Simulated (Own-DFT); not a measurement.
# How strain changes the stress of wurtzite AlN, 72 atoms (Al36N36)

Calculated results; nothing here was measured. They come from Own-DFT, an in-house plane-wave density functional program, since retired, whose code no person has reviewed. Each row is one single-point run on a periodic cell that was not relaxed, without spin or spin-orbit coupling.

Settings of every run: PBE; PseudoDojo norm-conserving scalar-relativistic files; cutoff 42 hartree; 4 x 4 x 3 k mesh centred on Gamma; Gaussian smearing of 0.01 eV.

Known limits: k mesh not checked against a denser one; stress not checked against mesh or cutoff.

Unstrained cell vectors in Å: (9.336, 0.000, 0.000); (-4.668, 8.085, 0.000); (0.000, 0.000, 9.964). The unstrained cell has measured lattice constants (interpolated for alloys), not those of this functional. That, the random moves and any unrelaxed bonds set the pressure at no strain. Each run strains this cell uniformly, with the atoms carried along. Every atom was also moved at random, by a Gaussian of width 0.05 Å on each axis. Strain is the symmetric tensor, in per cent. Stress is positive in tension, and the pressure is minus a third of its trace.

```
run  e_xx (%)  e_yy (%)  e_zz (%)  s_xx (GPa)  s_yy (GPa)  s_zz (GPa)  P (GPa)  E (meV/atom)
  1      0.00      0.00      2.50       -2.32       -5.69        5.24     0.92           6.8
  2      0.00      0.00      0.75       -5.52       -5.36       -1.90     4.26          19.9
  3      0.00      0.00     -0.50       -5.20       -5.73       -8.00     6.31          10.3
  4      0.00      0.00     -2.00       -6.33       -9.03      -12.66     9.34          16.8
  5      0.00      0.00      1.50       -4.22       -3.90        1.00     2.37           0.0
  6      0.00      0.00     -0.75       -4.49       -4.98      -11.65     7.04          13.6
  7      0.00      0.00     -1.50       -7.69       -6.84      -12.92     9.15          36.6
  8      0.00      0.00     -0.25       -7.47       -5.48       -5.40     6.12          12.1
  9      0.00      0.00      1.75           ?           ?           ?        ?             ?
```

E is the free energy for each atom above the lowest run shown.

## Worked fit

The change of volume is close to e_xx + e_yy + e_zz. A straight line through the runs shown gives P = 5.63 - 197 x (fractional change of volume) GPa, with an error of 8 on the slope and a scatter of 0.32 GPa. The strain isn't the same on all axes and the cell isn't cubic, so the slope belongs to this path and is not the bulk modulus.

## Withheld run

Question: what pressure should run 9 give? Its volume changes by 1.75 %.

The line gives 2.2 GPa. The calculation gave 2.42 GPa.
